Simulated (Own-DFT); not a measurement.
Simulation results for Si$_{4}$SnGe$_{11}$ (diamond-structure random alloy, strained, atoms displaced)

All values are calculated (Own-DFT development build). A calculation, not a measurement: plane-wave density functional theory by an unreviewed code, no spin, of a simulated periodic cell, stress positive in tension, run twice, with PBE and with PBEsol, both on files made for PBE, so the change isn't that of files made for PBEsol, forces on such cells moved up to 12 meV/angstrom on a denser k mesh; the far tail of each file's local potential was reset to the Coulomb form; each entry is a single point on an unrelaxed cell, so the pressure reflects the starting lattice, mostly measured values (interpolated for alloys), from which strain is counted, and rises with the displacements; printed positions are rounded, which can move forces by about a meV/angstrom; the program, named Own-DFT, is a retired in-house code; no spin-orbit coupling; stress was not checked against mesh or cutoff.

```cif
# cell vector a (Å): 11.2216 0.0000 0.0000
# cell vector b (Å): 0.0000 11.2216 0.0000
# cell vector c (Å): 0.0000 0.0000 11.3064
data_Si4SnGe11
_symmetry_space_group_name_H-M 'P 1'
_symmetry_Int_Tables_number 1
_cell_length_a 11.2216
_cell_length_b 11.2216
_cell_length_c 11.3064
_cell_angle_alpha 90.000
_cell_angle_beta 90.000
_cell_angle_gamma 90.000
_cell_volume 1423.75
loop_
_atom_site_label
_atom_site_type_symbol
_atom_site_fract_x
_atom_site_fract_y
_atom_site_fract_z
_atom_site_occupancy
Sn1 Sn 0.00293 0.00467 0.00092 1
Ge1 Ge 0.00319 0.24757 0.24427 1
Ge2 Ge 0.24869 0.00042 0.25048 1
Ge3 Ge 0.25430 0.25031 0.99941 1
Si1 Si 0.12874 0.12104 0.12355 1
Si2 Si 0.12121 0.37709 0.37228 1
Ge4 Ge 0.37462 0.12458 0.37142 1
Ge5 Ge 0.37203 0.36631 0.12115 1
Ge6 Ge 0.99434 0.00707 0.49939 1
Ge7 Ge 0.99594 0.25585 0.75742 1
Si3 Si 0.25174 0.99845 0.74955 1
Ge8 Ge 0.23496 0.24386 0.49798 1
Si4 Si 0.12647 0.12972 0.61861 1
Ge9 Ge 0.12408 0.37741 0.87691 1
Ge10 Ge 0.38039 0.12540 0.87645 1
Ge11 Ge 0.38071 0.36873 0.62398 1
Ge12 Ge 0.00447 0.50230 0.99893 1
Ge13 Ge 0.99627 0.74881 0.24655 1
Si5 Si 0.25076 0.49562 0.25228 1
Ge14 Ge 0.24922 0.74769 0.00815 1
Ge15 Ge 0.13172 0.61964 0.12449 1
Sn2 Sn 0.12811 0.87349 0.37131 1
Ge16 Ge 0.37350 0.62733 0.37568 1
Ge17 Ge 0.37565 0.87610 0.12257 1
Ge18 Ge 0.98725 0.49622 0.50115 1
Ge19 Ge 0.99972 0.74663 0.74737 1
Ge20 Ge 0.25351 0.50102 0.75033 1
Si6 Si 0.24616 0.75459 0.49554 1
Ge21 Ge 0.12402 0.62557 0.63100 1
Ge22 Ge 0.12413 0.87014 0.87772 1
Si7 Si 0.37416 0.62928 0.87544 1
Ge23 Ge 0.37012 0.87201 0.62895 1
Ge24 Ge 0.49966 0.00450 0.99619 1
Si8 Si 0.50412 0.24561 0.24903 1
Ge25 Ge 0.74994 0.00715 0.25337 1
Ge26 Ge 0.75092 0.24580 0.99444 1
Si9 Si 0.61463 0.13136 0.12351 1
Si10 Si 0.62726 0.37357 0.37874 1
Ge27 Ge 0.87242 0.12709 0.37608 1
Si11 Si 0.87320 0.36989 0.12335 1
Ge28 Ge 0.49978 0.00251 0.49584 1
Ge29 Ge 0.50264 0.25411 0.75050 1
Si12 Si 0.74776 0.99849 0.74774 1
Si13 Si 0.74484 0.24607 0.50554 1
Sn3 Sn 0.62070 0.12284 0.62601 1
Ge30 Ge 0.62323 0.37284 0.87232 1
Sn4 Sn 0.87342 0.11849 0.87503 1
Ge31 Ge 0.87904 0.37000 0.61931 1
Si14 Si 0.50035 0.50282 0.00181 1
Ge32 Ge 0.49200 0.75024 0.25002 1
Si15 Si 0.74944 0.50077 0.25417 1
Ge33 Ge 0.75106 0.75573 0.99094 1
Ge34 Ge 0.63085 0.62173 0.12629 1
Ge35 Ge 0.62646 0.87126 0.37991 1
Ge36 Ge 0.86951 0.62786 0.37966 1
Ge37 Ge 0.86978 0.88073 0.12967 1
Ge38 Ge 0.50275 0.51126 0.50007 1
Si16 Si 0.49952 0.76060 0.75341 1
Ge39 Ge 0.74842 0.49285 0.75285 1
Ge40 Ge 0.75014 0.75053 0.50555 1
Ge41 Ge 0.61958 0.62357 0.61637 1
Ge42 Ge 0.62461 0.87457 0.87349 1
Ge43 Ge 0.88947 0.63192 0.88127 1
Ge44 Ge 0.86883 0.87554 0.62918 1
_calc_functional 'PBE, then PBEsol'
_calc_potential_files 'PseudoDojo norm-conserving, scalar-relativistic, standard set'
_calc_wave_cutoff 49  # hartree
_calc_occupations 'Fermi-Dirac'
_calc_smearing_width 0.1  # eV
_calc_k_mesh '3 x 3 x 3 centred on Gamma'
_calc_PBE_pressure 5.65  # GPa
_calc_PBE_stress_xx -5.83  # GPa
_calc_PBE_stress_yy -5.79  # GPa
_calc_PBE_stress_zz -5.32  # GPa
_calc_PBE_stress_yz 0.41  # GPa
_calc_PBE_stress_xz -0.92  # GPa
_calc_PBE_stress_xy 0.01  # GPa
_calc_PBEsol_pressure 2.9  # GPa
_calc_PBEsol_stress_xx -3.08  # GPa
_calc_PBEsol_stress_yy -3.05  # GPa
_calc_PBEsol_stress_zz -2.58  # GPa
_calc_PBEsol_stress_yz 0.39  # GPa
_calc_PBEsol_stress_xz -0.89  # GPa
_calc_PBEsol_stress_xy 0  # GPa
_calc_rms_change_of_force_components_from_PBE_to_PBEsol 0.052  # eV/angstrom
```

Force:
```csv
force element,PBE force x (eV/Å),PBE force y (eV/Å),PBE force z (eV/Å),PBEsol force x (eV/Å),PBEsol force y (eV/Å),PBEsol force z (eV/Å)
Sn,1.569,-2.431,1.966,1.474,-2.424,1.867
Ge,0,0.261,0.147,-0.03,0.217,0.175
Ge,1.351,1.294,-1.733,1.348,1.225,-1.645
Ge,-1.261,-0.933,-0.307,-1.18,-0.868,-0.314
Si,1.399,1.67,1.139,1.379,1.638,1.124
Si,-0.16,0.181,0.01,-0.204,0.131,0.053
Ge,-0.044,0.516,0.011,-0.077,0.444,0.04
Ge,1.289,1.451,1.197,1.209,1.365,1.111
Ge,0.121,-0.175,1.071,0.077,-0.185,0.996
Ge,1.578,0.045,-1.88,1.507,0.082,-1.805
Si,-0.665,0.609,0.017,-0.618,0.562,0.048
Ge,1.719,1.432,-0.963,1.74,1.392,-0.955
Si,-1.131,-1.3,2.304,-1.139,-1.245,2.222
Ge,0.671,-0.038,-0.2,0.641,-0.032,-0.197
Ge,-1.038,0.13,-1.146,-0.967,0.155,-1.072
Ge,-1.068,0.811,-0.774,-1.027,0.794,-0.724
Ge,-0.512,-0.85,1.108,-0.452,-0.785,1.033
Ge,-0.629,-1.156,-0.685,-0.61,-1.109,-0.66
Si,0.103,-0.23,0.132,0.143,-0.179,0.08
Ge,0.584,0.049,-1.237,0.524,0.077,-1.162
Ge,-0.598,-0.209,1.049,-0.613,-0.157,0.967
Sn,-1.749,0.482,0.474,-1.746,0.525,0.392
Ge,-0.966,-0.277,-0.032,-0.861,-0.259,-0.033
Ge,-0.069,0.499,0.072,-0.081,0.472,0.079
Ge,1.943,0.803,-0.699,1.839,0.798,-0.638
Ge,0.132,1.089,0.05,0.131,1.042,0.068
Ge,0.398,-0.163,0.165,0.335,-0.188,0.134
Si,1.414,-2.04,2.22,1.397,-2.002,2.181
Ge,0.369,-0.389,-1.625,0.324,-0.399,-1.53
Ge,1.233,-0.44,-1.266,1.166,-0.458,-1.194
Si,0.737,-0.01,0.247,0.646,-0.012,0.24
Ge,0.215,0.358,-0.685,0.24,0.375,-0.697
Ge,0.544,-0.611,0.845,0.488,-0.618,0.78
Si,-0.45,1.066,0.579,-0.535,1.057,0.593
Ge,-1.333,-0.19,-0.443,-1.244,-0.216,-0.397
Ge,-1.755,1.51,2.03,-1.707,1.461,1.897
Si,1.353,-0.611,-0.027,1.377,-0.658,-0.094
Si,-0.093,0.059,-0.374,-0.132,0.096,-0.326
Ge,-0.149,1.028,0.055,-0.114,0.94,0.022
Si,-0.08,0.885,0.16,-0.044,0.828,0.12
Ge,-1.538,-1.716,-0.578,-1.491,-1.661,-0.566
Ge,-1.143,0.179,1.04,-1.106,0.179,1.012
Si,-0.249,-1.727,0.293,-0.247,-1.702,0.291
Si,1.38,1.573,-1.763,1.395,1.506,-1.688
Sn,0.365,-0.215,0.307,0.264,-0.211,0.3
Ge,-0.191,0.702,1.309,-0.147,0.639,1.219
Sn,-1.645,1.161,-2.504,-1.563,1.197,-2.39
Ge,-1.521,-0.533,0.945,-1.437,-0.475,0.956
Si,-0.332,-0.198,-0.43,-0.291,-0.23,-0.384
Ge,1.321,-0.006,-0.196,1.275,-0.003,-0.181
Si,0.304,-1.002,-0.137,0.304,-0.896,-0.136
Ge,0.267,-0.602,1.365,0.263,-0.574,1.328
Ge,-0.514,0.333,-0.254,-0.504,0.383,-0.253
Ge,-0.269,0.382,-0.798,-0.262,0.381,-0.762
Ge,0.166,-0.301,-0.803,0.188,-0.262,-0.735
Ge,-0.544,-0.927,0.107,-0.522,-0.902,0.105
Ge,-1.016,-2.354,-1.215,-0.997,-2.236,-1.143
Si,-0.433,-1.702,-0.447,-0.39,-1.62,-0.475
Ge,0.802,1.206,-0.638,0.766,1.145,-0.628
Ge,-0.252,0.002,-0.183,-0.249,-0.002,-0.186
Ge,1.068,1.219,2.804,1.056,1.153,2.67
Ge,-0.017,0.839,-0.433,0.001,0.818,-0.351
Ge,-1.695,-0.804,-0.682,-1.63,-0.769,-0.664
Ge,0.715,0.314,-0.083,0.72,0.255,-0.122
```
